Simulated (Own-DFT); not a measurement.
# Point defects and the pressure they add: C40 NbSi2

Everything here is calculated. The program is Own-DFT (plane waves, in-house, since retired, never reviewed by a person); positions were held fixed, and spin and spin-orbit coupling were off.

All runs used: PBE; PseudoDojo norm-conserving scalar-relativistic files; cutoff 42 hartree; 4 x 4 x 5 k mesh centred on Gamma; cold (Marzari-Vanderbilt) smearing of 0.2 eV.

Known weak points: forces on such cells failed a check on a denser k mesh; stress not checked against mesh or cutoff.

All runs share one cell, with vectors in Å (0.000, 8.324, 0.000); (-9.613, 0.000, 0.000); (0.000, 0.000, 6.586) and a volume of 527.0 Å³. u is the rms random offset of the atoms per axis. The defect's site can differ from row to row.

| cell | formula | u (Å) | P (GPa) |
|---|---|---|---|
| no defect | Nb12Si24 | 0.0181 | 1.50 |
| no defect | Nb12Si24 | 0.0428 | 2.32 |
| no defect | Nb12Si24 | 0.0490 | 2.72 |
| two Nb vacancies | Nb10Si24 | 0.0290 | -0.07 |
| two Nb vacancies | Nb10Si24 | 0.0461 | 0.54 |
| two Nb vacancies | Nb10Si24 | 0.0487 | 0.63 |
| two Si on a Nb site each | Nb10Si26 | 0.0280 | 1.62 |
| two Si on a Nb site each | Nb10Si26 | 0.0330 | 1.72 |
| two Si on a Nb site each | Nb10Si26 | 0.0438 | 1.88 |
| two Nb on a Si site each | Nb14Si22 | 0.0306 | 7.75 |
| two Nb on a Si site each | Nb14Si22 | 0.0499 | 8.39 |
| two Nb on a Si site each | Nb14Si22 | 0.0507 | 8.35 |
| one Si vacancy | Nb12Si23 | 0.0298 | 0.87 |
| one Si vacancy | Nb12Si23 | 0.0299 | 1.00 |
| one Si vacancy | Nb12Si23 | 0.0509 | ? |
| one Si vacancy | Nb12Si23 | 0.0565 | 1.95 |

## Worked fit

P = P0 + c u² + a shift for each defect gives P0 = 1.49 GPa, c = 453 ± 33 GPa/Å² and a scatter of 0.10 GPa. The shifts, and each times the cell's volume:

- two Nb on a Si site each: 5.77 ± 0.09 GPa, 19.0 eV (9.5 eV for each of its 2 sites)
- two Si on a Nb site each: -0.32 ± 0.08 GPa, -1.1 eV (-0.5 eV for each of its 2 sites)
- one Si vacancy: -0.97 ± 0.08 GPa, -3.2 eV
- two Nb vacancies: -1.93 ± 0.08 GPa, -6.3 eV (-3.2 eV for each of its 2 sites)

Against the defect-free cell, a freed cell would be larger where the shift is positive and smaller where it is negative (160.2 GPa Å³ is 1 eV). The atoms around the defects weren't relaxed, which would change these numbers.

## The run left out

The question: what pressure belongs in the blank (one Si vacancy, u = 0.0509 Å)?

The fit gives 1.69 ± 0.12 GPa. DFT gave 1.79 GPa.
